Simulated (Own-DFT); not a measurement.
# What random displacements cost in rutile TiO2, 72 atoms (O48Ti24)

These are calculations, not measurements. They come from Own-DFT, an in-house plane-wave density functional program, since retired, whose code no person has reviewed. Each row is one single-point run on a periodic cell that was not relaxed, without spin or spin-orbit coupling.

Settings of every run: PBE; PseudoDojo norm-conserving scalar-relativistic files; cutoff 72 hartree; 3 x 3 x 3 k mesh centred on Gamma; Fermi-Dirac smearing of 0.1 eV.

Known limits: oxygen file: force components 24 meV/angstrom off all-electron in a glass; forces on such cells passed a denser k mesh, each cell not checked; stress not checked against mesh or cutoff.

Cell vectors in Å: (9.187, 0.000, 0.000); (0.000, 9.187, 0.000); (0.000, 0.000, 8.876). In each run every atom was moved at random and independently from its ideal site; u is the rms move along one axis. E is the free energy for each atom above the fitted value at u = 0, and F the rms of the force components.

```
run,u (Å),E (meV/atom),F (eV/Å),largest force (eV/Å),P (GPa)
1,0.0194,8.2,0.325,1.51,4.72
2,0.0203,8.9,0.338,1.78,4.84
3,0.0495,54.5,1.017,4.69,7.09
4,0.0497,?,?,?,?
5,0.0757,126.7,1.632,6.76,9.67
6,0.0889,168.6,1.950,8.47,12.21
7,0.1252,326.3,2.989,14.07,18.18
```

## Worked fit

For small independent moves the energy grows as E = (3/2) K u², with K the mean stiffness felt by one atom. The runs with u up to 0.11 Å give K = 14.6 ± 0.2 eV/Å², with residuals divided by u² + 0.0006 Å², since the noise grows with the moves. The scatter is 1.2 meV/atom at u = 0.05 Å. The forces follow F = G u with G = 19.6 eV/Å²; no force at u = 0 is resolved. G exceeds K because the moves of its neighbours add to the force on an atom, and stiffness differs between atoms. The pressure follows P = 4.46 + 963 u² GPa: at fixed volume, shortened bonds push harder than stretched ones pull.

## Withheld run

Question: what energy and rms force should run 4 give?

The fit gives 54 ± 1 meV/atom and about 0.97 eV/Å. The calculation gave 54.6 meV/atom and 0.998 eV/Å.
